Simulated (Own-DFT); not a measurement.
Simulation results for AlGa3N4 (wurtzite random alloy, strained, atoms displaced)

A calculation, not a measurement: plane-wave density functional theory by an unreviewed code, no spin, of a simulated periodic cell, stress positive in tension, run twice, with PBE and with PBEsol, both on files made for PBE, so the change isn't that of files made for PBEsol, forces on such cells passed a denser k mesh, this cell's mesh not checked; the far tail of each file's local potential was reset to the Coulomb form; each entry is a single point on an unrelaxed cell, so the pressure reflects the starting lattice, mostly measured values (interpolated for alloys), from which strain is counted, and rises with the displacements; printed positions are rounded, which can move forces by about a meV/angstrom; the program, named Own-DFT, is a retired in-house code; no spin-orbit coupling; stress was not checked against mesh or cutoff. Program: Own-DFT development build.

### AlGa3N4 (wurtzite random alloy, strained, atoms displaced)

```cif
# cell vector a (Å): 9.4855 0.0000 0.0000
# cell vector b (Å): -4.7427 8.2147 0.0000
# cell vector c (Å): 0.0000 0.0000 10.2685
data_AlGa3N4
_symmetry_space_group_name_H-M 'P 1'
_symmetry_Int_Tables_number 1
_cell_length_a 9.4855
_cell_length_b 9.4855
_cell_length_c 10.2685
_cell_angle_alpha 90.000
_cell_angle_beta 90.000
_cell_angle_gamma 120.000
_cell_volume 800.13
loop_
_atom_site_label
_atom_site_type_symbol
_atom_site_fract_x
_atom_site_fract_y
_atom_site_fract_z
_atom_site_occupancy
Al1 Al 0.11457 0.22347 0.00404 1
Ga1 Ga 0.22582 0.11960 0.25132 1
N1 N 0.12068 0.23034 0.18389 1
N2 N 0.21863 0.10999 0.43828 1
Ga2 Ga 0.11826 0.22292 0.49192 1
Al2 Al 0.21965 0.11356 0.76104 1
N3 N 0.12164 0.22293 0.68754 1
N4 N 0.21733 0.11214 0.93529 1
Al3 Al 0.11457 0.56170 0.00319 1
Ga3 Ga 0.21891 0.43884 0.24865 1
N5 N 0.11592 0.56617 0.18545 1
N6 N 0.21575 0.43716 0.44006 1
Ga4 Ga 0.10547 0.56032 0.50218 1
Ga5 Ga 0.23471 0.44703 0.75698 1
N7 N 0.10919 0.55023 0.68600 1
N8 N 0.22465 0.44738 0.94203 1
Ga6 Ga 0.10205 0.87438 0.99852 1
Ga7 Ga 0.22118 0.76751 0.25342 1
N9 N 0.11224 0.88776 0.19022 1
N10 N 0.22937 0.77257 0.43023 1
Ga8 Ga 0.10302 0.89094 0.49898 1
Ga9 Ga 0.22320 0.76499 0.76139 1
N11 N 0.11663 0.88768 0.69548 1
N12 N 0.22087 0.77856 0.93543 1
Ga10 Ga 0.44253 0.22308 0.00089 1
Al4 Al 0.56281 0.10107 0.24881 1
N13 N 0.43988 0.22021 0.18937 1
N14 N 0.55667 0.11948 0.43151 1
Ga11 Ga 0.44888 0.22105 0.50282 1
Al5 Al 0.55485 0.11087 0.75063 1
N15 N 0.44707 0.22196 0.68538 1
N16 N 0.54906 0.10239 0.93184 1
Ga12 Ga 0.44487 0.56012 0.99869 1
Ga13 Ga 0.56895 0.44037 0.25013 1
N17 N 0.44472 0.55903 0.18541 1
N18 N 0.54509 0.44370 0.43326 1
Ga14 Ga 0.45589 0.55737 0.49418 1
Al6 Al 0.56245 0.44538 0.74976 1
N19 N 0.44245 0.56131 0.68441 1
N20 N 0.54758 0.44129 0.93218 1
Al7 Al 0.44723 0.89632 0.00112 1
Ga15 Ga 0.54529 0.77258 0.24530 1
N21 N 0.44938 0.89040 0.18446 1
N22 N 0.55055 0.78067 0.43760 1
Ga16 Ga 0.44737 0.89004 0.49684 1
Al8 Al 0.56141 0.78116 0.75875 1
N23 N 0.44538 0.88874 0.67848 1
N24 N 0.54541 0.77087 0.93362 1
Al9 Al 0.77757 0.22620 0.99801 1
Ga17 Ga 0.89059 0.11436 0.24231 1
N25 N 0.77795 0.22008 0.18789 1
N26 N 0.88915 0.10613 0.44311 1
Ga18 Ga 0.78439 0.22297 0.49470 1
Ga19 Ga 0.89421 0.12005 0.75399 1
N27 N 0.78462 0.22992 0.69033 1
N28 N 0.88895 0.10919 0.93663 1
Ga20 Ga 0.78441 0.56403 0.99605 1
Ga21 Ga 0.88471 0.43516 0.24779 1
N29 N 0.77349 0.55927 0.18814 1
N30 N 0.88623 0.44043 0.43134 1
Ga22 Ga 0.77762 0.55421 0.50208 1
Ga23 Ga 0.88492 0.44504 0.74603 1
N31 N 0.78635 0.55555 0.67640 1
N32 N 0.89903 0.43576 0.93365 1
Ga24 Ga 0.78119 0.89249 0.99458 1
Ga25 Ga 0.89879 0.77933 0.25105 1
N33 N 0.77846 0.89025 0.18934 1
N34 N 0.89812 0.78000 0.43139 1
Ga26 Ga 0.76541 0.88382 0.50061 1
Ga27 Ga 0.89116 0.78156 0.74306 1
N35 N 0.79074 0.89476 0.68975 1
N36 N 0.88063 0.77910 0.93257 1
```

- functional: PBE, then PBEsol
- potential files: PseudoDojo norm-conserving, scalar-relativistic, standard set
- wave cutoff: 42 hartree
- occupations: Fermi-Dirac
- smearing width: 0.1 eV
- k mesh: 4 x 4 x 3 centred on Gamma
- PBE pressure: 8.54 GPa
- PBE stress xx: -5.77 GPa
- PBE stress yy: -8.89 GPa
- PBE stress zz: -10.97 GPa
- PBE stress yz: -0.19 GPa
- PBE stress xz: 0.52 GPa
- PBE stress xy: 0.79 GPa
- PBEsol pressure: 3.61 GPa
- PBEsol stress xx: -0.87 GPa
- PBEsol stress yy: -3.91 GPa
- PBEsol stress zz: -6.05 GPa
- PBEsol stress yz: -0.18 GPa
- PBEsol stress xz: 0.51 GPa
- PBEsol stress xy: 0.76 GPa
- rms change of force components from PBE to PBEsol: 0.069 eV/Å

Force:
```csv
force element,PBE force x (eV/Å),PBE force y (eV/Å),PBE force z (eV/Å),PBEsol force x (eV/Å),PBEsol force y (eV/Å),PBEsol force z (eV/Å)
Al,-0.363,0.172,-1.436,-0.361,0.163,-1.439
Ga,0.254,-1.484,0.017,0.248,-1.437,0.022
N,-1.095,-1.506,-0.45,-1.07,-1.46,-0.24
N,1.617,-0.2,-0.402,1.564,-0.191,-0.403
Ga,-1.28,-0.212,2.073,-1.253,-0.2,2.027
Al,0.933,-0.573,-2.718,0.957,-0.582,-2.735
N,-0.464,-0.073,0.504,-0.6,0.016,0.443
N,-0.053,-0.301,1.752,0.08,-0.358,1.868
Al,0.576,-0.802,-0.735,0.566,-0.779,-0.749
Ga,0.242,2.042,0.811,0.246,1.988,0.802
N,-0.308,-3.03,-1.113,-0.297,-2.953,-0.91
N,0.112,1.857,-0.863,0.116,1.796,-0.863
Ga,1.484,-0.752,-0.466,1.462,-0.74,-0.457
Ga,-1.43,-0.854,-1.314,-1.401,-0.827,-1.306
N,0.225,0.084,0.936,0.21,0.101,0.917
N,-1.214,-0.671,0.803,-1.055,-0.58,0.678
Ga,-0.416,1.976,0.393,-0.4,1.936,0.374
Ga,-0.363,2.62,-0.877,-0.356,2.54,-0.838
N,0.819,0.595,-0.876,0.783,0.559,-0.86
N,-1.352,0.867,1.968,-1.317,0.835,1.912
Ga,2.542,0.217,1.238,2.466,0.211,1.198
Ga,-0.261,1.054,-3.78,-0.288,1.033,-3.704
N,0.015,0.777,-0.479,-0.012,0.626,-0.515
N,1.303,-0.542,3.04,1.155,-0.458,2.861
Ga,-0.179,-0.434,-0.223,-0.197,-0.418,-0.213
Al,-1.961,0.969,0.09,-1.957,0.974,0.095
N,2.368,-0.308,-0.27,2.222,-0.239,-0.297
N,1.329,-0.987,-0.492,1.291,-0.957,-0.307
Ga,-1.294,0.08,-0.605,-1.262,0.079,-0.585
Al,0.18,-0.345,-1.497,0.178,-0.339,-1.514
N,-0.066,0.357,2.108,-0.086,0.35,1.91
N,0.884,1.299,0.915,0.765,1.379,0.962
Ga,0.346,-0.922,0.618,0.335,-0.9,0.607
Ga,-3.006,-0.243,-0.23,-2.951,-0.229,-0.221
N,0.536,-1.28,0.386,0.506,-1.232,0.37
N,3.012,-0.784,0.259,2.952,-0.757,0.251
Ga,-3.511,0.456,1.108,-3.445,0.437,1.087
Al,-1.02,-0.09,-1.147,-1.011,-0.075,-1.174
N,2.847,0.753,0.834,2.687,0.651,0.745
N,1.439,0.602,-0.152,1.394,0.582,0.028
Al,0.022,-1.444,-0.428,0.01,-1.464,-0.422
Ga,1.796,0.472,0.575,1.747,0.456,0.562
N,-0.992,0.671,-0.653,-0.952,0.468,-0.524
N,1.127,-0.809,-1.004,1.112,-0.79,-0.977
Ga,-1.203,0.573,0.079,-1.178,0.532,0.091
Al,-0.428,-0.012,-2.981,-0.415,-0.006,-3.004
N,0.971,0.524,2.916,0.862,0.44,2.76
N,-0.181,2.321,0.835,-0.077,2.18,0.98
Al,0.339,-1.225,-0.414,0.315,-1.238,-0.406
Ga,1.101,-0.962,1.315,1.07,-0.943,1.295
N,-0.962,-0.33,-1.622,-0.788,-0.23,-1.492
N,-0.042,0.204,-1.401,-0.054,0.209,-1.371
Ga,-0.523,-0.387,0.981,-0.505,-0.364,0.957
Ga,0.974,0.113,-1.482,0.962,0.108,-1.456
N,-1.338,-1.862,-0.532,-1.193,-1.75,-0.553
N,-0.239,1.729,1.733,-0.235,1.553,1.595
Ga,-0.408,-1.713,0.221,-0.423,-1.653,0.23
Ga,-0.014,1.973,-0.421,-0.009,1.929,-0.38
N,2.437,0.079,-1.16,2.383,0.068,-1.129
N,-0.277,0.597,0.667,-0.267,0.579,0.66
Ga,-0.215,0.05,-3.005,-0.184,0.053,-2.924
Ga,1.687,0.216,0.408,1.675,0.212,0.381
N,-2.242,0.175,3.018,-2.083,0.225,2.898
N,-1.245,1.332,1.303,-1.328,1.4,1.145
Ga,-1.296,-0.451,1.288,-1.246,-0.445,1.254
Ga,-1.564,0.172,-0.809,-1.523,0.164,-0.777
N,0.128,-0.296,-0.609,0.126,-0.273,-0.61
N,-2.261,-1.272,1.513,-2.198,-1.242,1.478
Ga,1.54,0.554,-0.157,1.511,0.568,-0.157
Ga,1.227,-0.398,0.187,1.214,-0.372,0.181
N,-2.678,-0.402,-0.009,-2.515,-0.349,-0.053
N,1.337,-0.581,-0.074,1.319,-0.574,-0.061
```
